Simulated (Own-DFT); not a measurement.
# Strain and stress in wurtzite GaN, 96 atoms (Ga48N48)

The numbers are computed, not measured, by runs of the plane-wave DFT program Own-DFT (in-house, retired, unreviewed) at fixed positions, with no spin and no spin-orbit coupling.

Common settings: PBE; PseudoDojo norm-conserving scalar-relativistic files (stringent for Ga); cutoff 96 hartree; 3 x 4 x 3 k mesh centred on Gamma; Gaussian smearing of 0.01 eV.

Known weak points: forces on such cells passed a denser k mesh, each cell not checked; stress not checked against mesh or cutoff.

Unstrained cell vectors in Å: (12.756, 0.000, 0.000); (-4.783, 8.285, 0.000); (0.000, 0.000, 10.370). The unstrained cell has measured lattice constants (interpolated for alloys), not those of this functional. That, the random moves and any unrelaxed bonds set the pressure at no strain. A uniform strain is put on this cell, atoms riding along. Random moves of width 0.05 Å per axis were added to every atom. Strain is the symmetric tensor, in per cent. Stress is positive in tension, and the pressure is minus a third of its trace.

| run | e_xx (%) | e_yy (%) | e_zz (%) | e_yz (%) | e_xz (%) | e_xy (%) | s_xx (GPa) | s_yy (GPa) | s_zz (GPa) | s_yz (GPa) | s_xz (GPa) | s_xy (GPa) | P (GPa) | E (meV/atom) |
|---|---|---|---|---|---|---|---|---|---|---|---|---|---|---|
| 1 | 0.38 | -0.16 | -0.45 | -1.47 | -1.50 | -0.11 | -5.75 | -8.16 | -9.81 | -2.45 | -4.04 | -0.43 | 7.91 | 34.5 |
| 2 | 1.22 | -1.89 | 1.88 | 1.51 | -1.22 | -0.98 | -2.99 | -12.82 | 0.29 | 3.40 | -2.53 | -3.47 | 5.17 | 32.8 |
| 3 | -1.35 | 1.00 | -0.72 | 1.39 | 0.58 | -1.47 | -11.16 | -5.10 | -12.76 | 2.59 | 1.12 | -5.68 | 9.67 | 38.6 |
| 4 | 0.33 | 1.71 | 0.42 | -1.33 | -0.78 | 1.09 | -2.48 | -0.04 | -3.68 | -2.01 | -0.97 | 2.73 | 2.07 | 7.5 |
| 5 | 0.91 | -0.33 | -1.08 | 1.54 | 0.40 | -0.82 | -3.64 | -8.58 | -12.30 | 3.58 | 1.01 | -1.87 | 8.17 | 27.4 |
| 6 | 1.47 | 1.37 | 0.01 | 0.07 | -1.78 | 0.33 | 0.44 | 0.66 | -5.33 | 0.13 | -3.73 | 1.37 | 1.41 | 0.0 |
| 7 | -1.55 | 1.24 | -0.83 | -0.88 | -1.79 | -1.33 | -12.51 | -3.75 | -12.78 | -1.71 | -4.22 | -3.98 | 9.68 | 35.1 |
| 8 | -1.26 | -0.18 | -2.00 | -0.06 | -1.55 | -0.70 | -13.35 | -11.17 | -18.55 | -0.35 | -3.06 | -1.66 | 14.36 | 47.0 |
| 9 | -1.61 | 1.88 | -0.21 | 0.53 | -0.58 | -1.35 | -11.36 | -1.86 | -8.80 | 1.06 | -0.82 | -4.50 | 7.34 | 33.2 |
| 10 | 1.27 | 0.95 | -0.21 | -0.22 | -1.33 | 0.54 | -1.26 | -1.66 | -7.48 | -0.36 | -2.97 | 1.30 | 3.47 | 17.9 |
| 11 | 0.73 | 1.38 | -0.06 | -0.08 | -1.97 | -1.53 | -3.77 | -1.85 | -5.68 | -0.13 | -4.83 | -4.12 | 3.77 | 31.4 |
| 12 | -0.42 | -1.83 | -0.95 | 1.50 | -1.79 | -0.89 | -11.63 | -16.80 | -14.03 | 2.81 | -3.43 | -3.40 | 14.15 | 54.0 |
| 13 | -0.41 | 1.54 | 0.33 | -0.31 | 0.26 | -0.01 | -6.93 | -1.04 | -4.17 | -0.91 | 0.08 | -0.27 | 4.05 | 10.8 |
| 14 | -0.17 | -1.36 | -1.01 | -1.03 | -1.54 | 0.25 | -11.64 | -14.27 | -13.51 | -2.57 | -3.76 | 2.02 | 13.14 | 62.0 |
| 15 | -1.00 | 1.49 | -1.29 | -0.64 | 0.76 | -0.89 | -10.19 | -3.29 | -12.44 | -1.84 | 2.05 | -0.46 | 8.64 | 25.9 |
| 16 | -0.50 | -1.29 | 1.13 | 0.01 | 0.88 | 1.61 | -10.81 | -13.38 | -2.45 | 0.28 | 2.04 | 4.87 | 8.88 | 38.5 |
| 17 | 1.55 | 1.03 | 0.43 | -0.37 | -1.66 | 1.18 | 0.34 | -0.71 | -3.38 | -1.03 | -2.89 | 3.43 | 1.25 | 5.2 |
| 18 | -1.76 | 0.70 | -0.50 | 0.46 | 1.45 | -0.08 | ? | ? | ? | ? | ? | ? | ? | ? |

The last column gives the free energy per atom over the lowest of the runs shown.

## Working it out

Regress every stress component on the fractional strains (shears doubled) of the visible runs, with a constant. Shear strains stay in the fit of a normal stress only where such slopes are resolved. The slopes, in GPa:

| stress | at no strain | per e_xx | per e_yy | per e_zz | scatter |
|---|---|---|---|---|---|
| s_xx | -7.2 | 403 ± 19 | 129 ± 14 | 58 ± 22 | 0.74 |
| s_yy | -7.6 | 124 ± 13 | 432 ± 9 | 58 ± 15 | 0.49 |
| s_zz | -7.6 | 83 ± 19 | 81 ± 14 | 490 ± 22 | 0.74 |

The slope of each shear stress on twice its own strain, from a fit on all six strains: yz 97 ± 8, xz 103 ± 7, xy 132 ± 14 GPa. These are stiffnesses along x, y and z of the frame in which the cell vectors are given, with the crystal's c axis along z: C11, C12, C13 and C33. Hexagonal symmetry asks that xx and yy behave alike, which is a second check on the noise. No internal relaxation is included, and where it is allowed it would reduce some of the slopes. Symmetry asks for nearly equal slopes across the diagonal; the mismatch is a measure of noise. A ninth of the table's sum, 207 ± 3 GPa, estimates the bulk modulus near the mean pressure of these runs, 7.2 GPa, so it lies above the value at zero pressure.

## Test on the hidden row

Q: what normal stresses and pressure should run 18 give?

The fit gives s_xx = -13.7, s_yy = -7.1, s_zz = -11.0 and P = 10.6 GPa. The hidden result is -13.96, -6.05, -10.44 and P = 10.15 GPa.
